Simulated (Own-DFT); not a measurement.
# Computed records: SiC (4H silicon carbide, atoms displaced)

Computed with Own-DFT development build. A calculation, not a measurement: plane-wave PBE density functional theory by an unreviewed code, no spin, of a simulated periodic cell, stress positive in tension, free energy of the whole cell less one offset for each atom, forces on such cells passed a denser k mesh, this cell's mesh not checked; offsets are fitted by least squares, one for each functional and potential file, so energies compare only between cells with the same atoms and settings and are not formation energies; the far tail of each file's local potential was reset to the Coulomb form; each entry is a single point on an unrelaxed cell, so the pressure reflects the starting lattice, mostly measured values (interpolated for alloys), from which strain is counted, and rises with the displacements; printed positions are rounded, which can move forces by about a meV/angstrom; the program, named Own-DFT, is a retired in-house code; no spin-orbit coupling.

```yaml
- formula: SiC
  kind: "4H silicon carbide, atoms displaced"
  structure:
    cell_angstrom: [[9.2481, 0.0, 0.0], [-4.6241, 8.0091, 0.0], [0.0, 0.0, 10.0681]]
    atoms_fractional:
      - [Si, 0.99728, 0.99969, 0.40452]
      - [Si, 0.11711, 0.22288, 0.15963]
      - [C, 0.99855, 9.0e-05, 0.09133]
      - [C, 0.10695, 0.21899, 0.3426]
      - [Si, 0.99455, 0.32943, 0.40625]
      - [Si, 0.10897, 0.55291, 0.15392]
      - [C, 0.00033, 0.32442, 0.09243]
      - [C, 0.11418, 0.55909, 0.34649]
      - [Si, 0.99951, 0.6668, 0.4073]
      - [Si, 0.103, 0.88237, 0.15556]
      - [C, 0.00061, 0.67278, 0.08903]
      - [C, 0.10447, 0.88808, 0.34173]
      - [Si, 0.33437, 0.00388, 0.40608]
      - [Si, 0.4402, 0.21928, 0.16018]
      - [C, 0.32803, 0.99673, 0.0904]
      - [C, 0.44261, 0.22285, 0.34276]
      - [Si, 0.32898, 0.33127, 0.41001]
      - [Si, 0.44613, 0.55738, 0.15956]
      - [C, 0.32484, 0.32727, 0.09912]
      - [C, 0.44283, 0.5569, 0.34569]
      - [Si, 0.33462, 0.6665, 0.40462]
      - [Si, 0.44193, 0.88866, 0.16005]
      - [C, 0.33296, 0.66944, 0.09376]
      - [C, 0.4473, 0.88875, 0.34676]
      - [Si, 0.65976, 0.99864, 0.40522]
      - [Si, 0.77824, 0.21806, 0.15406]
      - [C, 0.67084, 0.0016, 0.09989]
      - [C, 0.77355, 0.21713, 0.34299]
      - [Si, 0.66528, 0.33552, 0.40215]
      - [Si, 0.77982, 0.55861, 0.16037]
      - [C, 0.67085, 0.33271, 0.09151]
      - [C, 0.78266, 0.5625, 0.34224]
      - [Si, 0.66502, 0.67226, 0.41098]
      - [Si, 0.77404, 0.88785, 0.15613]
      - [C, 0.66595, 0.6608, 0.09242]
      - [C, 0.78666, 0.89733, 0.34054]
      - [Si, 0.00224, 0.00613, 0.90893]
      - [Si, 0.89221, 0.78097, 0.66228]
      - [C, 0.99951, 0.00477, 0.59352]
      - [C, 0.88667, 0.77441, 0.84419]
      - [Si, 0.00039, 0.67132, 0.90824]
      - [Si, 0.88835, 0.45121, 0.65763]
      - [C, 0.99607, 0.65972, 0.59003]
      - [C, 0.88879, 0.43981, 0.84303]
      - [Si, 0.99954, 0.33609, 0.90688]
      - [Si, 0.89062, 0.10996, 0.65756]
      - [C, 0.00058, 0.33222, 0.59444]
      - [C, 0.88942, 0.10292, 0.84548]
      - [Si, 0.66963, 0.00286, 0.9074]
      - [Si, 0.55301, 0.77432, 0.65665]
      - [C, 0.6739, 0.00651, 0.59529]
      - [C, 0.55072, 0.78015, 0.84401]
      - [Si, 0.66651, 0.66253, 0.90994]
      - [Si, 0.55218, 0.44549, 0.65371]
      - [C, 0.66397, 0.6624, 0.59121]
      - [C, 0.54981, 0.44472, 0.84165]
      - [Si, 0.66583, 0.33348, 0.90282]
      - [Si, 0.55437, 0.10833, 0.65604]
      - [C, 0.6701, 0.33478, 0.59339]
      - [C, 0.55481, 0.11479, 0.84626]
      - [Si, 0.33006, 0.99973, 0.91131]
      - [Si, 0.21499, 0.77432, 0.65619]
      - [C, 0.33506, 0.00061, 0.59513]
      - [C, 0.22177, 0.77513, 0.83754]
      - [Si, 0.33471, 0.66579, 0.90815]
      - [Si, 0.22559, 0.44571, 0.65982]
      - [C, 0.33265, 0.66422, 0.59538]
      - [C, 0.22271, 0.44648, 0.84369]
      - [Si, 0.33559, 0.33593, 0.90321]
      - [Si, 0.22363, 0.11336, 0.65563]
      - [C, 0.3338, 0.33225, 0.59643]
      - [C, 0.21896, 0.10752, 0.8461]
  settings:
    functional: PBE
    potential_files: "PseudoDojo norm-conserving, scalar-relativistic, standard set"
    "wave_cutoff [hartree]": 42.0
    occupations: Fermi-Dirac
    "smearing_width [eV]": 0.1
    hardware: "one NVIDIA H100"
    k_mesh: "4 x 4 x 3 centred on Gamma"
  results:
    "free_energy_of_cell_above_offsets [eV]": "-10.680"
    "pressure [GPa]": 3.78
    "stress_xx [GPa]": -3.31
    "stress_yy [GPa]": -2.34
    "stress_zz [GPa]": -5.69
    "stress_yz [GPa]": 0.28
    "stress_xz [GPa]": -0.34
    "stress_xy [GPa]": -0.58
    force_element: [Si, Si, C, C, Si, Si, C, C, Si, Si, C, C, Si, Si, C, C, Si, Si, C, C, Si, Si, C, C, Si, Si, C, C, Si, Si, C, C, Si, Si, C, C, Si, Si, C, C, Si, Si, C, C, Si, Si, C, C, Si, Si, C, C, Si, Si, C, C, Si, Si, C, C, Si, Si, C, C, Si, Si, C, C, Si, Si, C, C]
    "force_x [eV/angstrom]": [0.562, -1.734, 0.044, 0.37, 0.321, -0.108, -0.588, -0.537, 0.204, 0.218, 0.381, 1.287, -0.314, 0.55, 0.268, -0.058, -0.098, -0.405, 2.071, 0.689, -0.553, 0.276, 0.38, -1.561, 2.1, -0.137, -1.305, -0.414, 0.717, 0.342, -0.92, -0.852, 0.921, 1.204, -0.646, -2.043, 0.53, -0.446, 1.114, -0.178, 0.733, 1.118, -0.5, -0.907, 0.892, -0.457, -0.147, -1.237, -0.552, 0.021, -0.825, 1.534, -0.971, 1.257, 0.167, 1.244, -0.114, 0.378, -1.124, 0.228, 0.636, 1.16, -0.671, -0.488, -0.741, -0.974, -0.303, 0.119, -0.956, -0.048, -0.4, 0.272]
    "force_y [eV/angstrom]": [0.395, -1.304, -0.242, 0.683, 0.514, 0.058, 1.38, -0.819, 0.201, 1.657, -1.794, 0.144, -0.961, 0.324, 0.076, 0.158, 0.265, -0.756, 1.786, -0.279, -0.038, 0.383, -0.477, -0.247, 0.681, 0.917, -1.039, 0.99, 0.121, -0.833, 0.158, -0.756, 0.011, -0.065, 0.743, -1.594, -1.506, -0.455, -1.035, 0.709, -0.95, -2.122, 2.026, 1.336, -1.203, 0.849, 0.457, 1.768, -0.41, 0.974, -1.613, -0.285, 0.73, -0.499, 1.183, 0.199, 0.289, 0.827, -0.172, -0.858, -0.357, 0.214, -0.383, 0.37, 0.42, -0.31, 0.453, -0.392, -1.014, -0.757, 0.161, 0.916]
    "force_z [eV/angstrom]": [0.557, -0.487, 0.953, 0.899, 0.277, 0.388, 0.342, -0.797, -0.633, -0.072, 1.113, 0.681, 0.146, -1.606, 2.08, 0.847, -0.669, -0.641, -1.336, 0.144, 1.055, -0.835, 0.369, -0.38, 0.728, 0.567, -1.414, -0.142, 0.623, -1.308, 0.574, 0.898, -1.64, -0.28, 0.865, 0.871, -0.198, -1.687, -0.174, 0.732, -1.329, -0.294, 0.816, 0.435, -0.353, 0.175, 0.273, -0.339, 0.146, 0.005, -0.454, 0.529, -1.23, 0.224, 1.258, 0.164, 0.514, 0.416, -0.25, -0.194, -1.958, -0.748, -0.586, 2.023, -0.632, -0.899, -0.649, 0.711, 1.189, 0.573, -0.471, -0.473]
    "wall_time [s]": 365.7
```
